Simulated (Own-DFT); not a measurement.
# Response to strain: C40 NbSi2, 36 atoms (Nb12Si24)

Calculated results; nothing here was measured. The program, named Own-DFT, is a retired in-house plane-wave density functional code that no person has reviewed. Each row is one single-point run on a periodic cell that was not relaxed, without spin or spin-orbit coupling.

Settings of every run: PBE; PseudoDojo norm-conserving scalar-relativistic files; cutoff 42 hartree; 4 x 4 x 5 k mesh centred on Gamma; cold (Marzari-Vanderbilt) smearing of 0.2 eV.

Known limits: forces on such cells failed a check on a denser k mesh; stress not checked against mesh or cutoff.

Unstrained cell vectors in Å: (0.000, 8.324, 0.000); (-9.613, 0.000, 0.000); (0.000, 0.000, 6.586). The unstrained cell was taken from the Materials Project. The random moves and any unrelaxed bonds add to the pressure at no strain. Each run strains this cell uniformly, with the atoms carried along. Every atom was also moved at random, by a Gaussian of width 0.05 Å on each axis. Strain is the symmetric tensor, in per cent. Stress is positive in tension, and the pressure is minus a third of its trace.

| run | e_xx (%) | e_yy (%) | e_zz (%) | e_yz (%) | e_xz (%) | e_xy (%) | s_xx (GPa) | s_yy (GPa) | s_zz (GPa) | s_yz (GPa) | s_xz (GPa) | s_xy (GPa) | P (GPa) | E (meV/atom) |
|---|---|---|---|---|---|---|---|---|---|---|---|---|---|---|
| 1 | -1.23 | 1.89 | -0.61 | -0.23 | 1.52 | 1.87 | -6.26 | 2.88 | -6.85 | -0.91 | 4.52 | 5.70 | 3.41 | 27.6 |
| 2 | 1.73 | 1.58 | 1.51 | 1.09 | -0.18 | 1.67 | 4.92 | 5.42 | 4.94 | 2.73 | -1.01 | 4.06 | -5.09 | 11.0 |
| 3 | 1.96 | 1.19 | 1.38 | -1.97 | -0.46 | 1.58 | 5.71 | 4.17 | 4.41 | -5.40 | -1.79 | 3.65 | -4.76 | 7.0 |
| 4 | 1.44 | 1.15 | 1.86 | 1.91 | 1.14 | 0.45 | 4.39 | 4.00 | 5.19 | 5.54 | 2.95 | 1.28 | -4.53 | 17.8 |
| 5 | -0.84 | 0.70 | -0.94 | 1.80 | -0.06 | -1.12 | -5.53 | -0.98 | -8.47 | 6.49 | -0.30 | -3.64 | 5.00 | 8.5 |
| 6 | -1.64 | 1.27 | 0.41 | 0.60 | -1.12 | -1.15 | -7.37 | 1.65 | -1.64 | 2.19 | -3.90 | -3.77 | 2.45 | 0.4 |
| 7 | 0.10 | 1.28 | -0.11 | -0.59 | -1.49 | -1.06 | -0.89 | 2.16 | -3.35 | -2.03 | -4.53 | -3.02 | 0.69 | 0.0 |
| 8 | -0.38 | -0.35 | -0.67 | 0.20 | -0.54 | 0.04 | -4.55 | -4.27 | -7.21 | 1.02 | -2.27 | 0.39 | 5.35 | 1.4 |
| 9 | 1.38 | 0.25 | -1.90 | 0.95 | 0.85 | 1.08 | 1.38 | -2.01 | -12.59 | 3.69 | 2.88 | 3.23 | 4.41 | 26.8 |
| 10 | 1.04 | 1.78 | 1.21 | -0.71 | 1.23 | 1.60 | 3.36 | 5.26 | 3.34 | -2.23 | 3.95 | 4.55 | -3.99 | 6.3 |
| 11 | 0.61 | 1.31 | -0.97 | 0.82 | 1.96 | -1.02 | -0.43 | 2.60 | -7.94 | 2.98 | 7.60 | -3.06 | 1.92 | 20.3 |
| 12 | -0.45 | -0.56 | -0.29 | -0.98 | -0.81 | 1.03 | -5.39 | -5.16 | -6.56 | -3.73 | -2.97 | 3.41 | 5.70 | 21.8 |
| 13 | 1.88 | 1.40 | 1.41 | 1.44 | 0.31 | -0.26 | 5.59 | 4.49 | 4.57 | 3.61 | 0.83 | 0.01 | -4.88 | 10.9 |
| 14 | -0.22 | 1.56 | 1.46 | 0.53 | -1.65 | -0.67 | -1.14 | 4.45 | 3.65 | 1.45 | -5.02 | -1.66 | -2.32 | 0.3 |
| 15 | 1.55 | 0.41 | -0.57 | -1.18 | 1.25 | -0.63 | 2.33 | 0.25 | -4.84 | -4.06 | 3.66 | -1.49 | 0.76 | 6.6 |
| 16 | -1.14 | -1.06 | 1.94 | -0.69 | 0.32 | 1.56 | ? | ? | ? | ? | ? | ? | ? | ? |

E is the free energy for each atom above the lowest run shown.

## Worked fit

Each stress component was fitted by least squares to a constant and the strains of the runs shown, as fractions, with shears doubled. Shear strains stay in the fit of a normal stress only where such slopes are resolved. The slopes, in GPa:

```
stress  at no strain  per e_xx  per e_yy  per e_zz  scatter
  s_xx          -2.8   347 ± 9   83 ± 15   58 ± 10     0.37
  s_yy          -2.4    65 ± 8  360 ± 14    65 ± 9     0.33
  s_zz          -4.0   50 ± 13   59 ± 23  472 ± 15     0.54
```

Each shear stress against twice its own strain: yz 156 ± 8, xz 159 ± 7, xy 140 ± 8 GPa. These are stiffnesses along x, y and z of the frame in which the cell vectors are given, which need not be the crystal's axes. The atoms are held to the strained lattice; where symmetry lets them move under strain, relaxing them would lower some slopes. The table should be nearly symmetric about its diagonal, and what it lacks of that shows the noise. A ninth of its sum, 173 ± 4 GPa, estimates the bulk modulus near the mean pressure of these runs, 0.3 GPa.

## Withheld run

Question: what normal stresses and pressure should run 16 give?

The fit gives s_xx = -6.5, s_yy = -5.7, s_zz = 3.9 and P = 2.8 GPa. The calculation gave -6.47, -6.38, 2.28 and P = 3.52 GPa.
